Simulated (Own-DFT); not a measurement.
## Calculated data, Si₃N₄ (beta silicon nitride, strained, atoms displaced)

A calculation, not a measurement: plane-wave PBE density functional theory by an unreviewed code, no spin, of a simulated periodic cell, stress positive in tension, free energy of the whole cell less one offset for each atom, forces on such cells moved up to 12 meV/angstrom on a denser k mesh; offsets are fitted by least squares, one for each functional and potential file, so energies compare only between cells with the same atoms and settings and are not formation energies; the far tail of each file's local potential was reset to the Coulomb form; each entry is a single point on an unrelaxed cell, so the pressure reflects the starting lattice, mostly measured values (interpolated for alloys), from which strain is counted, and rises with the displacements; printed positions are rounded, which can move forces by about a meV/angstrom; the program, named Own-DFT, is a retired in-house code; no spin-orbit coupling; before rounding, a Quantum ESPRESSO 7.3.1 run of the same cell and cutoff gave forces within 1 meV/angstrom rms on each cell, which checks the program and not the settings. Program: Own-DFT development build.

Common to all runs: functional PBE; potential files PseudoDojo norm-conserving, scalar-relativistic, standard set; wave cutoff 42 hartree; occupations Fermi-Dirac; smearing width 0.1 eV; k mesh 2 x 2 x 4 centred on Gamma.

(1) Si₃N₄ (beta silicon nitride, strained, atoms displaced)

```
Si3N4
1.0
     15.0403     0.1147     0.1645
     -7.4208    13.1976    -0.1517
      0.0629    -0.0307     5.7527
Si N Si N Si N Si N Si N Si N Si N Si N
6 8 6 8 6 8 6 8 6 8 6 8 6 8 6 8
Direct
  0.08720 0.38609 0.12462
  0.12269 0.20386 0.12499
  0.29976 0.41136 0.13037
  0.40624 0.11167 0.37005
  0.38484 0.29774 0.35617
  0.20101 0.08946 0.38683
  0.16266 0.01721 0.12795
  0.48463 0.15339 0.13036
  0.34513 0.33699 0.12804
  0.33079 0.48557 0.37501
  0.00782 0.34484 0.35980
  0.15390 0.17221 0.39312
  0.17005 0.33596 0.11436
  0.33093 0.17110 0.37617
  0.08896 0.38728 0.62328
  0.11474 0.20172 0.63002
  0.30507 0.42067 0.62477
  0.41751 0.12500 0.88457
  0.38774 0.29686 0.87508
  0.19911 0.08925 0.87211
  0.17532 0.01705 0.61528
  0.48451 0.15337 0.60860
  0.35150 0.33266 0.62109
  0.32630 0.48574 0.88305
  0.01043 0.34521 0.88233
  0.14998 0.16847 0.88028
  0.16794 0.33963 0.62285
  0.33871 0.17033 0.88917
  0.08486 0.88971 0.12558
  0.11549 0.70425 0.11489
  0.29931 0.91318 0.12262
  0.41159 0.61241 0.37933
  0.38235 0.79726 0.39179
  0.20147 0.58462 0.38355
  0.16847 0.51232 0.13070
  0.48424 0.65579 0.12214
  0.35070 0.83733 0.12252
  0.33340 0.98404 0.36844
  0.02108 0.85098 0.38435
  0.14833 0.66034 0.36381
  0.16612 0.83201 0.13513
  0.33915 0.66911 0.38073
  0.08926 0.88825 0.62584
  0.10957 0.69851 0.62919
  0.30325 0.91801 0.63208
  0.41390 0.61389 0.86892
  0.38361 0.80616 0.86206
  0.20074 0.58201 0.87656
  0.17053 0.52019 0.62280
  0.48662 0.65467 0.62848
  0.34900 0.83214 0.62809
  0.33201 0.98628 0.87522
  0.01045 0.84285 0.88218
  0.14456 0.66306 0.88621
  0.16650 0.83283 0.62495
  0.33441 0.66802 0.87858
  0.58359 0.38225 0.11666
  0.61787 0.20462 0.13083
  0.79332 0.41410 0.12247
  0.91435 0.11826 0.36443
  0.88775 0.30558 0.36152
  0.70274 0.08931 0.36332
  0.66556 0.02006 0.13091
  0.97979 0.15168 0.12515
  0.84428 0.32992 0.13204
  0.83372 0.47730 0.37297
  0.51496 0.34717 0.38247
  0.64729 0.16312 0.37882
  0.67367 0.33443 0.10609
  0.82840 0.16844 0.37893
  0.58097 0.38243 0.64433
  0.61186 0.19567 0.61952
  0.80191 0.41581 0.61430
  0.91577 0.11375 0.87458
  0.89300 0.30644 0.88101
  0.70104 0.08787 0.86593
  0.66266 0.01661 0.62114
  0.98952 0.15819 0.63986
  0.85634 0.33857 0.63438
  0.82926 0.48235 0.87518
  0.51820 0.34715 0.87364
  0.65093 0.16562 0.88142
  0.66520 0.33328 0.61440
  0.83470 0.16779 0.86595
  0.58650 0.88276 0.12789
  0.61878 0.70049 0.14064
  0.79939 0.91598 0.12944
  0.91551 0.61364 0.35651
  0.88561 0.79803 0.36506
  0.70057 0.58672 0.35786
  0.66697 0.51481 0.14193
  0.98626 0.65598 0.13159
  0.85169 0.83013 0.12316
  0.83393 0.98440 0.36678
  0.51570 0.84823 0.36811
  0.64919 0.66504 0.36511
  0.66748 0.83265 0.12871
  0.83764 0.66562 0.37222
  0.59061 0.88668 0.62646
  0.61963 0.69983 0.63877
  0.79631 0.91651 0.61156
  0.91117 0.61742 0.88106
  0.88045 0.79596 0.88247
  0.69513 0.58111 0.86479
  0.67048 0.51983 0.63634
  0.99017 0.65313 0.62471
  0.85338 0.83342 0.63731
  0.83998 0.98701 0.86920
  0.51533 0.84974 0.88590
  0.65643 0.66889 0.87002
  0.65724 0.82675 0.63673
  0.83498 0.67300 0.85559
```

```
free energy of cell above offsets : -3.910 eV
pressure                          : 13.29 GPa
stress xx                         : -13.14 GPa
stress yy                         : -5.46 GPa
stress zz                         : -21.27 GPa
stress yz                         : -2.48 GPa
stress xz                         : 3.46 GPa
stress xy                         : 3.73 GPa
```

Force:
```tsv
element	x (eV/Å)	y (eV/Å)	z (eV/Å)
Si	1.013	-1.006	-0.476
Si	-4.428	2.364	3.343
Si	-5.555	3.186	-1.168
Si	0.21	1.271	0.83
Si	0.47	-0.116	3.103
Si	1.17	0.809	-2.802
N	-0.398	1.549	-0.573
N	1	0.557	-0.219
N	5.253	-2.877	-1.661
N	1.122	0.237	0.134
N	4.544	2.618	2.168
N	1.07	-1.399	-3.645
N	-0.249	-1.696	0.68
N	0.564	-1.823	-0.266
Si	-1.608	-0.652	-0.388
Si	-1.992	4.418	1.537
Si	-1.784	-2.918	1.022
Si	1.943	-3.17	-2.426
Si	-2.266	0.226	-1.042
Si	3.207	-0.73	0.892
N	-1.293	-0.205	2.917
N	-1.057	-1	2.377
N	-0.536	1.281	0.926
N	1.878	0.195	-0.339
N	5.556	3.606	-1.07
N	1.832	-1.346	-2.243
N	2.33	-1.572	-0.01
N	-3.825	-0.079	-0.378
Si	2.395	-2.309	-0.049
Si	-0.39	1.514	4.378
Si	-2.407	-1.268	-0.216
Si	0.524	2.447	-0.878
Si	2.971	-1.442	-5.779
Si	1.548	3.09	-2.974
N	-0.594	0.141	-0.543
N	2.316	-1.053	0.631
N	0.659	-0.427	1.513
N	0.338	0.73	1.618
N	-3.07	-0.167	-1.401
N	-1.156	0.85	1.27
N	-0.513	1.982	-0.773
N	-2.79	-1	0.204
Si	1.12	-2.095	1.613
Si	4.41	2.776	-1.058
Si	-2.887	-2.155	-1.943
Si	-2.09	1.602	2.134
Si	4.805	-4.376	5.653
Si	1.022	3.62	1.868
N	-0.986	-3.909	1.175
N	1.721	-1.296	-1.183
N	-3.643	2.967	-1.073
N	0.845	2.504	1.057
N	1.07	2.223	-0.74
N	2.709	-2.061	-4.323
N	1.446	0.661	0.467
N	-1.338	0.162	-0.445
Si	3.878	0.555	4.063
Si	-0.13	0.409	-0.1
Si	2.657	-0.595	-0.736
Si	-3.081	0.524	3.988
Si	-1.762	-4.319	3.988
Si	0.959	0.426	2.686
N	0.091	-3.358	-3.375
N	4.937	1.343	-0.818
N	-1.639	1.949	-2.534
N	0.242	4.792	-1.534
N	-0.83	0.621	-1.707
N	0.099	0.047	-2.084
N	-5.074	-1.721	0.554
N	2.41	0.709	-0.341
Si	5.908	2.441	-7.553
Si	-0.568	3.539	2.587
Si	-1.579	-3.334	3.27
Si	-3.708	1.219	0.142
Si	-4.673	-5.309	-0.744
Si	2.701	0.71	1.752
N	0.274	-0.862	-0.897
N	-0.258	-1.353	-3.373
N	-0.775	0.96	-1.459
N	0.611	2.829	-0.127
N	-4.428	-1.546	4.119
N	-1.679	0.175	-1.648
N	0.39	-0.313	0.332
N	-0.1	0.024	0.409
Si	0.248	1.491	-0.669
Si	-4.69	2.863	-5.4
Si	-0.52	-2.51	-3.522
Si	-1.236	-1.15	5.433
Si	2.15	-1.421	3.692
Si	2.953	3.139	6.219
N	-1.035	-3.728	-6.505
N	0.855	-0.176	-3.637
N	-3.951	2.916	2.764
N	0.622	2.404	1.617
N	-1.307	0.19	2.967
N	2.271	-1.447	4.75
N	1.569	0.28	0.185
N	-2.469	-0.288	-0.649
Si	-3.003	-0.492	-0.14
Si	-3.393	1.713	-2.896
Si	0.34	-3.003	2.959
Si	-0.044	0.135	-1.617
Si	2.541	-0.577	-3.114
Si	3.353	4.87	5.535
N	-1.341	-5.093	-6.203
N	-5.111	-3.306	-0.355
N	-2.923	1.884	-3.596
N	-0.153	-1.543	0.484
N	-0.875	0.617	-2.396
N	0.039	-1.019	3.321
N	4.42	1.649	-0.64
N	-0.388	-4.398	1.128
```

(2) Si₃N₄ (beta silicon nitride, strained, atoms displaced)

```
Si3N4
1.0
     15.5051    -0.0285     0.0191
     -7.7772    13.0119     0.0712
      0.0073     0.0357     5.7444
Si N Si N Si N Si N Si N Si N Si N Si N
6 8 6 8 6 8 6 8 6 8 6 8 6 8 6 8
Direct
  0.08687 0.38450 0.13639
  0.11682 0.20331 0.12945
  0.29426 0.41602 0.10711
  0.41427 0.11380 0.37683
  0.38987 0.30386 0.36545
  0.20454 0.08617 0.35881
  0.17146 0.02276 0.13070
  0.48630 0.15099 0.13317
  0.34214 0.33107 0.11192
  0.33864 0.48917 0.36314
  0.01855 0.34681 0.37434
  0.14643 0.16082 0.36670
  0.16525 0.33309 0.12226
  0.32814 0.16789 0.37403
  0.08161 0.37621 0.63767
  0.11671 0.20176 0.63009
  0.30234 0.41538 0.61302
  0.41967 0.11423 0.86967
  0.38105 0.29637 0.87569
  0.19720 0.08425 0.87465
  0.16639 0.01361 0.62122
  0.48837 0.15031 0.63056
  0.35695 0.34127 0.62137
  0.33339 0.49297 0.86852
  0.01048 0.35317 0.86971
  0.15270 0.16552 0.86188
  0.15926 0.32815 0.60983
  0.32862 0.16299 0.87919
  0.08388 0.87835 0.12058
  0.12245 0.70640 0.11933
  0.30352 0.91324 0.11818
  0.41323 0.61589 0.35281
  0.38532 0.80018 0.37143
  0.19676 0.58410 0.38142
  0.16720 0.51460 0.12539
  0.48361 0.65139 0.12246
  0.34925 0.83110 0.11821
  0.34073 0.98829 0.39091
  0.01342 0.84435 0.38459
  0.14973 0.66789 0.37280
  0.17071 0.83134 0.12199
  0.32895 0.66545 0.35775
  0.08655 0.87975 0.61934
  0.11209 0.70372 0.62034
  0.30434 0.91493 0.62592
  0.41245 0.61665 0.88774
  0.37978 0.79987 0.87248
  0.19537 0.58524 0.86390
  0.16616 0.51473 0.61244
  0.48256 0.65072 0.61685
  0.35710 0.83579 0.61155
  0.33371 0.98241 0.88488
  0.01664 0.84794 0.86039
  0.15037 0.66402 0.86809
  0.16385 0.83222 0.64242
  0.33359 0.66966 0.87967
  0.58647 0.38621 0.14461
  0.61868 0.20863 0.11627
  0.80173 0.41683 0.11523
  0.91121 0.11504 0.38312
  0.88189 0.29243 0.38294
  0.70745 0.08092 0.38196
  0.65988 0.01165 0.13782
  0.98154 0.14955 0.11883
  0.84976 0.33572 0.12370
  0.83356 0.48101 0.38978
  0.51292 0.34479 0.36973
  0.65200 0.16539 0.37032
  0.66814 0.33576 0.12978
  0.83088 0.16934 0.37831
  0.58662 0.38532 0.62728
  0.60864 0.19871 0.64395
  0.79651 0.40761 0.60672
  0.91025 0.11099 0.87947
  0.88102 0.29466 0.87085
  0.70765 0.08982 0.87476
  0.66799 0.01395 0.62350
  0.98308 0.14912 0.62128
  0.84736 0.33255 0.63039
  0.83028 0.48929 0.87654
  0.51808 0.34974 0.88699
  0.64883 0.16965 0.86471
  0.66762 0.33881 0.62077
  0.84334 0.17449 0.88280
  0.58591 0.88162 0.11535
  0.61878 0.70729 0.14120
  0.79973 0.91244 0.12117
  0.91236 0.61844 0.37220
  0.88742 0.79405 0.36920
  0.70031 0.58528 0.39547
  0.66525 0.51075 0.12902
  0.97632 0.64291 0.12829
  0.84849 0.83340 0.12906
  0.83140 0.97900 0.38119
  0.51259 0.85036 0.37340
  0.65154 0.66346 0.37456
  0.66607 0.83503 0.13396
  0.83921 0.66971 0.36872
  0.58389 0.87816 0.63835
  0.61812 0.70410 0.62328
  0.79746 0.91160 0.62267
  0.91676 0.61547 0.87824
  0.88489 0.79441 0.86814
  0.70672 0.58803 0.86915
  0.66260 0.51555 0.62451
  0.98556 0.65127 0.60979
  0.84915 0.83053 0.61471
  0.83548 0.98318 0.86370
  0.51588 0.84920 0.86129
  0.64777 0.66924 0.86677
  0.66625 0.83860 0.63294
  0.83369 0.66607 0.86769
```

```
free energy of cell above offsets : -6.517 eV
pressure                          : 10.78 GPa
stress xx                         : 0.25 GPa
stress yy                         : -14.41 GPa
stress zz                         : -18.19 GPa
stress yz                         : 4.46 GPa
stress xz                         : 0.28 GPa
stress xy                         : 0.03 GPa
```

Force:
```tsv
element	x (eV/Å)	y (eV/Å)	z (eV/Å)
Si	0.393	-0.272	-3.03
Si	-1.007	-0.615	-1.757
Si	0.394	-0.985	1.761
Si	-2.134	3.477	0.139
Si	-2.277	-2.476	0.032
Si	-1.241	2.815	5.987
N	-0.806	-7.255	-3.982
N	0.396	-0.197	-1.832
N	-0.308	1.563	1.588
N	-0.254	-2.989	-0.629
N	-3.414	-1.371	2.071
N	0.36	-0.206	1.7
N	-0.213	0.531	-0.471
N	3.823	1.157	0.224
Si	0.975	1.639	-2.378
Si	-1.415	-0.906	-3.154
Si	-2.083	-0.025	0.54
Si	-4.408	1.053	3.285
Si	2.438	-1.148	-0.703
Si	2.358	1.093	-2.039
N	-0.407	-0.675	-0.357
N	-2.649	-1.204	-1.636
N	-0.423	0.425	-0.446
N	0.062	-3.922	-1.208
N	0.83	0.24	2.519
N	-0.855	-0.026	2.965
N	2.702	2.276	0.925
N	2.035	0.366	-0.636
Si	1.422	1.452	0.432
Si	-1.519	-2.857	0.295
Si	-1.353	-1.395	3.939
Si	-2.948	2.074	5.15
Si	2.743	-3.375	-1.651
Si	1.737	3.066	-3.846
N	-0.93	0.108	-0.586
N	3.595	1.741	-0.825
N	-2.04	2.34	1.204
N	-0.219	-2.358	-3.127
N	0.754	0.545	-3.11
N	0.546	-0.75	0.326
N	-1.665	2.926	0.401
N	0.545	0.262	0.777
Si	1.286	2.333	0.153
Si	1.061	-0.474	-0.213
Si	-1.87	-2.516	1.38
Si	-1.364	3.347	-4.466
Si	4.15	-2.469	-1.386
Si	4.041	0.034	1.224
N	-0.599	-2.921	3.72
N	1.129	0.318	0.18
N	-3.848	2.336	2.543
N	0.879	1.796	-3.102
N	-1.529	-0.575	3.124
N	-1.96	0.81	-0.148
N	2.558	1.107	-0.928
N	-0.771	-0.948	-0.58
Si	3.018	-1.8	-4.39
Si	0.82	-1.281	3.159
Si	-1.261	-1.635	2.328
Si	-0.288	0.187	-1.704
Si	-0.216	4.112	-1.615
Si	-3.998	2.659	-1.447
N	1.053	1.46	-3.006
N	1.384	0.087	1.69
N	0.562	-0.081	0.369
N	0.261	4.174	-5.542
N	-0.385	0.394	3.4
N	-0.214	-0.417	1.077
N	-0.347	1.288	-0.262
N	3.165	-3.676	0.053
Si	0.657	-1.726	1.112
Si	2.643	3.883	-7.511
Si	-1.774	-1.042	5.543
Si	0.452	2.359	-1.44
Si	0.065	3.734	1.997
Si	-0.86	-0.055	0.547
N	0.054	-0.706	3.124
N	0.747	0.048	1.465
N	0.383	-0.077	-1.194
N	0.877	-1.381	-2.375
N	-1.905	-0.562	-0.941
N	4.095	-2.544	4.06
N	-0.505	-2.169	0.379
N	-1.598	-5.652	-0.213
Si	-0.878	-0.441	1.685
Si	-0.693	-1.544	-3.391
Si	-1.132	-0.629	0.712
Si	-0.318	-2.606	1.202
Si	-1.916	1.818	0.613
Si	2.022	2.1	-6.048
N	-0.19	4.298	0.674
N	4.471	2.715	-1.12
N	1.204	-0.086	-1.622
N	0.116	3.043	-2.753
N	1.201	0.289	-0.176
N	-0.378	0.398	0.775
N	0.969	0.545	-0.224
N	-2.497	-3.19	0.359
Si	0.975	1.941	-5.892
Si	-3.346	0.491	-0.597
Si	-0.186	-2.672	0.592
Si	-2.026	0.263	-2.446
Si	-0.868	1.142	0.26
Si	-1.828	0.111	2.46
N	-0.085	-1.093	2.461
N	-0.104	-0.133	2.577
N	-0.724	0.883	0.936
N	-0.118	-0.431	1.871
N	-3.522	-1.087	5.056
N	2.862	-1.732	3.246
N	2.355	-1.966	-0.349
N	1.046	-0.329	0.112
```
